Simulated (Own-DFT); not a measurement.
## Calculated data, Hf36O71 (tetragonal hafnia with one neutral oxygen vacancy, atoms displaced)

Computed with Own-DFT development build. A calculation, not a measurement: plane-wave PBE and HSE06 DFT by an unreviewed code, no spin, of a simulated cell at Gamma alone, so results move with cell size and shape, stress positive in tension, energies less offsets, not probed for a lower state with spin; hafnium file: forces about 75 meV/angstrom off all-electron values; oxygen file: force components 24 meV/angstrom off all-electron in a glass; k mesh not checked against a denser one; forces and stress are PBE's, HSE06 gives the energy alone, and its difference from PBE has offsets of its own; offsets are fitted by least squares, one for each functional and potential file, so energies compare only between cells with the same atoms and settings and are not formation energies; the far tail of each file's local potential was reset to the Coulomb form; each entry is a single point on an unrelaxed cell, so the pressure reflects the starting lattice, taken from the Materials Project, from which strain is counted, and rises with the displacements; printed positions are rounded, which can move forces by about a meV/angstrom; the program is a retired in-house code; no spin-orbit coupling.

Common to all runs: first functional PBE; second functional HSE06; exact exchange share 0.25; screening 0.11 1/bohr; exchange divergence Gygi-Baldereschi; potential files PseudoDojo norm-conserving, scalar-relativistic, made for PBE, standard set; wave cutoff 48 hartree; occupations fixed; k mesh 1 x 1 x 1 centred on Gamma.

(1) Hf36O71 (tetragonal hafnia with one neutral oxygen vacancy, atoms displaced)

```
Hf36O71
1.0
     10.7800     0.0000     0.0000
      0.0000    10.7800     0.0000
      0.0000     0.0000    10.4493
Hf O Hf O Hf O Hf O Hf O Hf O Hf O Hf O Hf O Hf O Hf O Hf O Hf O Hf O Hf O Hf O Hf O Hf O
2 4 2 4 2 4 2 4 2 4 2 4 2 3 2 4 2 4 2 4 2 4 2 4 2 4 2 4 2 4 2 4 2 4 2 4
Direct
  0.00066 0.00330 0.99012
  0.16698 0.16075 0.24610
  0.98778 0.17550 0.14940
  0.16298 0.99436 0.35094
  0.00635 0.16340 0.39998
  0.17211 0.00258 0.09185
  0.00068 0.99921 0.50294
  0.17027 0.16420 0.75146
  0.99325 0.16130 0.66032
  0.17335 0.99784 0.85325
  0.01148 0.17528 0.90783
  0.16760 0.99908 0.59490
  0.00385 0.33389 0.00267
  0.17125 0.49476 0.24770
  0.99909 0.48993 0.14891
  0.16106 0.33076 0.35072
  0.99271 0.50599 0.39806
  0.16113 0.32582 0.09936
  0.99862 0.32740 0.49949
  0.16455 0.49682 0.75017
  0.00329 0.50571 0.66323
  0.16852 0.32349 0.84419
  0.99799 0.50716 0.89594
  0.16877 0.32819 0.58855
  0.99749 0.66924 0.00207
  0.16983 0.82833 0.25073
  0.00401 0.83481 0.14680
  0.16365 0.67066 0.34024
  0.99892 0.82687 0.40155
  0.16257 0.66725 0.09558
  0.00309 0.67045 0.50272
  0.16910 0.83055 0.75256
  0.99815 0.82527 0.65317
  0.16128 0.66301 0.85092
  0.99832 0.83719 0.91037
  0.15535 0.66739 0.59814
  0.33274 0.00476 0.00301
  0.49386 0.16747 0.24824
  0.33083 0.17107 0.15003
  0.33965 0.16424 0.39738
  0.50422 0.00311 0.10372
  0.32298 0.00061 0.49432
  0.48698 0.17077 0.75322
  0.33104 0.16881 0.64914
  0.50272 0.99853 0.84342
  0.33097 0.16770 0.90300
  0.49263 0.99922 0.60305
  0.33316 0.33471 0.99608
  0.50045 0.49800 0.25384
  0.33573 0.50049 0.14233
  0.50601 0.33204 0.34798
  0.33372 0.50006 0.40451
  0.50425 0.33762 0.09529
  0.33594 0.33298 0.49837
  0.50114 0.50701 0.74605
  0.33377 0.49359 0.65349
  0.49896 0.33499 0.84872
  0.34171 0.49596 0.90263
  0.49761 0.33302 0.59459
  0.33436 0.66635 0.99523
  0.49657 0.83664 0.25599
  0.33213 0.83352 0.15805
  0.49562 0.66482 0.35075
  0.34214 0.83463 0.40668
  0.49975 0.66995 0.09997
  0.33135 0.66661 0.49949
  0.49877 0.83307 0.75207
  0.33828 0.83444 0.65403
  0.50786 0.66547 0.84615
  0.33673 0.82723 0.90530
  0.49932 0.66573 0.59536
  0.67269 0.99781 0.00290
  0.83160 0.16893 0.24861
  0.67285 0.16169 0.14397
  0.84051 0.00521 0.34754
  0.66750 0.16115 0.40342
  0.83534 0.99855 0.09245
  0.66297 0.00446 0.49281
  0.82869 0.16248 0.75423
  0.67064 0.16831 0.65314
  0.83536 0.99163 0.84547
  0.66605 0.15772 0.90574
  0.84102 0.01000 0.59379
  0.67087 0.33511 0.99950
  0.83059 0.49898 0.25967
  0.66984 0.50487 0.16251
  0.82908 0.33192 0.34574
  0.66906 0.49811 0.40382
  0.83485 0.33114 0.09922
  0.67201 0.32734 0.49934
  0.84116 0.50071 0.75214
  0.67075 0.50549 0.64840
  0.82770 0.33691 0.85055
  0.66828 0.49710 0.90544
  0.82896 0.33245 0.58403
  0.66097 0.66988 0.99766
  0.83471 0.83770 0.25104
  0.66422 0.83300 0.15829
  0.82953 0.67096 0.34649
  0.67288 0.82725 0.40407
  0.83391 0.66624 0.09849
  0.66470 0.66155 0.49707
  0.83653 0.83122 0.74635
  0.66994 0.82761 0.64929
  0.83130 0.67636 0.84213
  0.66846 0.82719 0.90185
  0.83851 0.67712 0.59463
```

| Quantity | Value |
| --- | --- |
| PBE energy of cell above offsets | -97.811 eV |
| HSE06 less PBE above offsets | 0.035 eV |
| PBE pressure | 2.24 GPa |
| PBE stress xx | -1.16 GPa |
| PBE stress yy | -2.5 GPa |
| PBE stress zz | -3.07 GPa |
| PBE stress yz | 0.5 GPa |
| PBE stress xz | -0.2 GPa |
| PBE stress xy | -0.01 GPa |

Force:
```
element  x (eV/Å)  y (eV/Å)  z (eV/Å)
     Hf    -0.292    -0.229      1.72
     Hf     -1.79     0.632     0.253
      O     2.544     -0.98     0.358
      O     0.703      0.55    -0.562
      O    -0.026     0.496     0.637
      O    -1.188     0.711      1.03
     Hf    -0.718    -0.414    -1.113
     Hf    -1.325    -0.461    -0.532
      O      1.76     0.857    -0.337
      O    -0.153    -0.143    -1.036
      O    -0.601    -1.899    -1.033
      O    -0.629    -0.087     1.255
     Hf    -1.977     1.425     0.568
     Hf    -1.552     0.397    -0.459
      O     0.777     0.534     0.657
      O     0.641     0.099    -1.058
      O     0.568    -1.307     1.157
      O     2.081     0.351     0.054
     Hf     0.597       0.5    -1.211
     Hf     0.555     0.102     0.594
      O    -0.303    -1.083    -1.846
      O     0.375     2.499     0.236
      O     0.114    -1.416     0.707
      O    -0.924     0.205     1.036
     Hf    -0.549     0.029     0.446
     Hf    -1.736     0.624    -1.194
      O      0.01     0.319      1.09
      O     1.022    -1.846     1.141
      O     0.101     1.593     0.068
      O     1.278    -0.253     0.025
     Hf    -2.686    -0.456     -1.45
     Hf    -0.343    -0.354     -0.07
      O     1.906     1.248     0.286
      O     1.009     0.484    -0.825
      O      0.71    -0.558    -1.528
      O     3.871    -0.079     0.722
     Hf     1.322    -1.164    -0.286
     Hf     1.502    -0.763    -0.373
      O     0.527    -0.191    -0.082
      O    -0.068      0.16     -0.35
      O     -1.22    -0.017    -0.061
     Hf     2.258    -0.069     0.747
     Hf     2.369    -0.778    -0.484
      O    -0.402     0.008    -0.015
      O    -0.734     0.407     0.711
      O     0.511    -0.381    -0.583
      O     0.672     0.404    -1.841
     Hf     0.809     0.418     0.934
     Hf     0.766     0.415     -1.05
      O    -0.666    -0.463     1.312
      O    -0.534    -0.078    -0.275
      O    -0.388    -0.151    -0.648
      O    -0.807    -0.398     0.271
     Hf     0.003    -0.075     0.174
     Hf     0.919    -1.297    -0.067
      O    -0.663     0.666    -0.178
      O      -0.1    -0.277    -0.461
      O    -0.755     1.068     -0.67
      O     0.704    -0.208     0.295
     Hf    -0.283     -0.98     1.583
     Hf     1.053    -0.046    -0.361
      O     0.499     0.188    -0.447
      O     0.002     0.039    -0.148
      O    -0.217    -0.195     -0.29
      O    -0.597    -0.138    -0.488
     Hf     0.573     0.087     0.412
     Hf     1.833     0.845    -0.873
      O    -1.994    -0.759     0.073
      O    -0.659    -0.009     0.356
      O    -0.134     1.249    -0.375
      O    -1.022    -0.401     0.336
     Hf    -0.848    -0.386    -0.067
     Hf     -0.42    -0.159    -0.615
      O     -1.16     0.349     1.418
      O     -0.32    -0.746    -0.102
      O    -0.588     1.053     -1.06
      O     0.695    -0.307     0.344
     Hf     0.088    -2.365     2.119
     Hf    -0.695    -0.123     0.023
      O    -1.251     0.071     0.022
      O     0.305     1.969     0.414
      O     0.397     1.372    -0.648
      O    -1.686    -0.616     0.209
     Hf     0.374    -0.891     0.206
     Hf     1.101     1.331    -1.237
      O    -1.167    -0.363    -0.579
      O     0.105    -0.691     0.702
      O    -0.201    -0.513    -0.133
      O    -0.705     0.463    -0.473
     Hf    -2.075     0.583    -0.276
     Hf    -1.661     1.113     0.581
      O    -0.149    -0.215     0.735
      O     0.435    -0.957    -0.891
      O    -0.144     1.102    -0.201
      O     2.329     0.364         2
     Hf     1.212    -0.836     1.084
     Hf     0.105    -0.948    -0.253
      O     0.147     0.261    -0.182
      O    -0.163    -0.545    -0.238
      O    -0.965     1.967    -0.278
      O    -0.234     0.189    -0.531
     Hf     1.442     0.928     0.833
     Hf    -1.477    -0.306     -0.91
      O    -0.878     0.617     0.643
      O      0.36    -2.376     0.686
      O    -0.518     1.539     0.226
      O    -0.689    -1.124    -0.148
```

(2) Hf36O71 (tetragonal hafnia with one neutral oxygen vacancy, atoms displaced)

```
Hf36O71
1.0
     10.7800     0.0000     0.0000
      0.0000    10.7800     0.0000
      0.0000     0.0000    10.4493
Hf O Hf O Hf O Hf O Hf O Hf O Hf O Hf O Hf O Hf O Hf O Hf O Hf O Hf O Hf O Hf O Hf O Hf O
2 4 2 4 2 4 2 4 2 4 2 4 2 4 2 4 2 4 2 4 2 4 2 4 2 4 2 4 2 3 2 4 2 4 2 4
Direct
  0.00604 0.99521 0.00715
  0.17071 0.17128 0.24894
  0.00385 0.17095 0.15594
  0.16506 0.00959 0.34928
  0.99910 0.16543 0.40185
  0.16552 0.99537 0.08855
  0.00113 0.99933 0.49482
  0.17135 0.16876 0.74670
  0.99568 0.16904 0.66017
  0.16641 0.99896 0.84975
  0.00372 0.17257 0.90786
  0.17493 0.00275 0.59131
  0.99674 0.32554 0.99219
  0.16414 0.49800 0.25638
  0.00229 0.50404 0.15557
  0.16847 0.33431 0.35342
  0.00224 0.49935 0.40645
  0.15538 0.33073 0.10088
  0.00066 0.33730 0.49606
  0.15901 0.50345 0.74763
  0.99447 0.49794 0.65377
  0.16984 0.33622 0.85368
  0.99042 0.49683 0.90178
  0.16883 0.32863 0.61229
  0.00270 0.67780 0.00267
  0.17046 0.83784 0.24885
  0.99487 0.84063 0.15843
  0.17064 0.66978 0.34823
  0.99797 0.83097 0.40295
  0.16984 0.66264 0.09618
  0.00123 0.66395 0.50451
  0.16935 0.83508 0.74761
  0.00109 0.83306 0.64705
  0.18033 0.66862 0.84893
  0.99967 0.82856 0.90105
  0.17068 0.67046 0.59645
  0.33395 0.99875 0.00143
  0.50106 0.16776 0.24745
  0.33429 0.15770 0.15043
  0.49564 0.00744 0.36318
  0.32383 0.16306 0.40516
  0.50183 0.00187 0.10220
  0.33428 0.99925 0.50237
  0.49594 0.16009 0.75103
  0.32598 0.16184 0.65127
  0.50506 0.00483 0.84464
  0.32981 0.16179 0.90126
  0.50040 0.99972 0.59225
  0.33553 0.33506 0.00149
  0.50045 0.48723 0.25028
  0.33545 0.49459 0.14833
  0.50120 0.33023 0.34038
  0.33542 0.49681 0.40343
  0.49330 0.32952 0.09581
  0.33074 0.33857 0.49642
  0.49856 0.50536 0.74701
  0.32544 0.50265 0.65739
  0.49466 0.33379 0.85574
  0.32750 0.49737 0.89733
  0.49710 0.33045 0.59655
  0.33835 0.67347 0.00342
  0.50680 0.82868 0.24627
  0.33954 0.83498 0.16197
  0.50207 0.66340 0.34903
  0.33493 0.83446 0.41818
  0.49827 0.67322 0.08753
  0.33861 0.66361 0.50316
  0.50416 0.83895 0.75307
  0.33267 0.83737 0.64790
  0.49888 0.66660 0.85760
  0.32503 0.83632 0.89754
  0.50160 0.66842 0.58866
  0.66797 0.00357 0.99990
  0.82863 0.17748 0.24979
  0.66225 0.17081 0.14881
  0.83730 0.99960 0.34758
  0.66888 0.16559 0.39043
  0.82929 0.99895 0.10052
  0.66559 0.00290 0.50068
  0.83427 0.15417 0.75364
  0.67092 0.17393 0.64916
  0.84370 0.00109 0.84255
  0.67279 0.16878 0.90552
  0.84064 0.00260 0.59627
  0.66429 0.32922 0.00140
  0.83212 0.50643 0.25109
  0.67195 0.50321 0.14900
  0.82902 0.32804 0.34506
  0.84067 0.34083 0.09810
  0.66364 0.33206 0.49688
  0.83340 0.49392 0.74520
  0.66332 0.50619 0.65871
  0.83477 0.32745 0.85166
  0.66070 0.49026 0.90179
  0.82992 0.33271 0.59358
  0.66528 0.67133 0.99765
  0.82540 0.83108 0.25274
  0.66888 0.82673 0.15248
  0.83318 0.66413 0.34185
  0.66709 0.83029 0.40462
  0.83652 0.65976 0.08695
  0.66825 0.66365 0.50717
  0.83796 0.82904 0.74903
  0.66411 0.83507 0.65124
  0.83639 0.66737 0.84020
  0.67174 0.82397 0.89551
  0.83690 0.67353 0.59162
```

| Quantity | Value |
| --- | --- |
| PBE energy of cell above offsets | -96.322 eV |
| HSE06 less PBE above offsets | 0.119 eV |
| PBE pressure | 2.56 GPa |
| PBE stress xx | -2.96 GPa |
| PBE stress yy | -1.66 GPa |
| PBE stress zz | -3.07 GPa |
| PBE stress yz | 0.77 GPa |
| PBE stress xz | 0.01 GPa |
| PBE stress xy | 0.02 GPa |

Force:
```
element  x (eV/Å)  y (eV/Å)  z (eV/Å)
     Hf    -1.972     1.329    -1.401
     Hf    -0.789     0.389     0.261
      O    -1.011    -1.182     0.027
      O     -0.08    -2.229    -1.285
      O    -0.103     1.376     0.451
      O     1.579    -0.498     1.762
     Hf     0.386     0.061      0.13
     Hf    -1.824     0.471       1.4
      O     1.059    -0.053     -0.53
      O    -0.527    -0.017    -0.525
      O    -0.107    -3.857    -0.944
      O     -2.77      -0.3     1.145
     Hf     0.637     2.853     1.335
     Hf    -0.282     0.808    -2.093
      O     0.011     0.519     1.245
      O    -0.093      0.12     0.397
      O     0.056     0.302    -0.528
      O     2.392     0.102     0.503
     Hf    -0.178    -2.358     1.591
     Hf     1.068    -0.802     2.539
      O     0.661     0.355    -1.308
      O    -0.217    -0.339    -0.805
      O     0.621     1.464    -0.337
      O    -0.529     0.795    -2.058
     Hf     0.271    -3.663     -0.04
     Hf    -0.969    -0.304     1.648
      O     0.949    -0.436     -0.85
      O    -0.004    -0.277    -0.372
      O     0.281    -0.431    -0.014
      O     0.025     1.176     0.506
     Hf     1.148     1.679    -0.811
     Hf     0.215    -0.078    -0.048
      O     0.377    -0.092     0.782
      O    -1.265     0.133    -0.719
      O     0.025     1.615    -0.283
      O    -1.014    -0.534     0.249
     Hf    -0.482     0.842    -0.529
     Hf    -0.565    -2.008     0.502
      O    -0.143     0.207     0.088
      O     0.826    -0.865    -2.393
      O     0.617     2.196    -0.438
      O     0.739    -0.635    -0.611
     Hf     0.303     0.396    -0.698
     Hf    -0.271     3.056    -1.277
      O     2.884     0.099     0.186
      O     0.256    -1.655     1.222
      O     0.607     -0.07     0.146
      O     0.686     0.345     2.232
     Hf    -2.594     0.902    -1.622
     Hf     0.094     2.473    -1.041
      O    -0.137      0.12     0.917
      O     0.213    -0.159     1.485
      O     0.215     0.598    -0.585
      O     1.748     0.127     1.267
     Hf    -0.738    -2.166     1.593
     Hf    -1.174    -1.227     2.079
      O     1.483     0.166    -1.286
      O     0.132    -0.884    -1.366
      O      0.89     0.839     1.189
      O     0.054      0.42    -0.418
     Hf    -2.308    -1.985    -2.062
     Hf    -0.476     0.432     2.358
      O    -0.675       0.1    -0.903
      O     0.231    -0.472    -1.084
      O    -0.185    -0.995    -2.041
      O     1.352      0.34     2.169
     Hf    -1.319     0.968    -0.849
     Hf    -0.903     -1.08    -0.933
      O     1.212    -0.392     1.671
      O     0.012     0.601    -1.942
      O     1.392     0.441     0.987
      O     0.123    -0.326     2.074
     Hf     0.591    -0.092     0.303
     Hf     1.461    -2.535    -0.946
      O     0.547     0.002    -0.388
      O    -0.504    -0.042      -0.3
      O    -0.269     0.353     1.032
      O    -0.255     0.034     -0.96
     Hf     0.797    -0.117    -0.612
     Hf     0.414     3.001    -1.368
      O    -1.262    -1.003     0.275
      O    -0.604     -2.37      1.71
      O    -0.465    -1.545    -0.505
      O    -1.591    -0.213     0.072
     Hf     1.106     1.363     -0.29
     Hf     1.069    -1.845    -1.862
      O    -1.775    -0.291     1.228
      O    -0.065     2.964     1.155
      O    -1.963    -0.919     0.472
     Hf     0.798    -0.486     0.472
     Hf     -0.13    -0.907     2.593
      O     0.394     0.212     -1.39
      O    -0.465     0.328     -1.11
      O     0.216     1.642     0.122
      O     0.111     1.101    -0.541
     Hf     0.738    -2.673    -0.302
     Hf      1.71     1.518     0.935
      O    -0.617    -0.059    -1.001
      O    -0.463     0.465     0.967
      O     0.051      0.44     -0.33
      O    -0.657      0.76     0.823
     Hf    -0.003      -0.1    -1.601
     Hf     0.014     0.376    -0.687
      O     0.524     0.035     0.316
      O    -0.381     -0.74    -0.228
      O    -0.419      2.78     0.295
      O    -0.777    -0.279     0.542
```
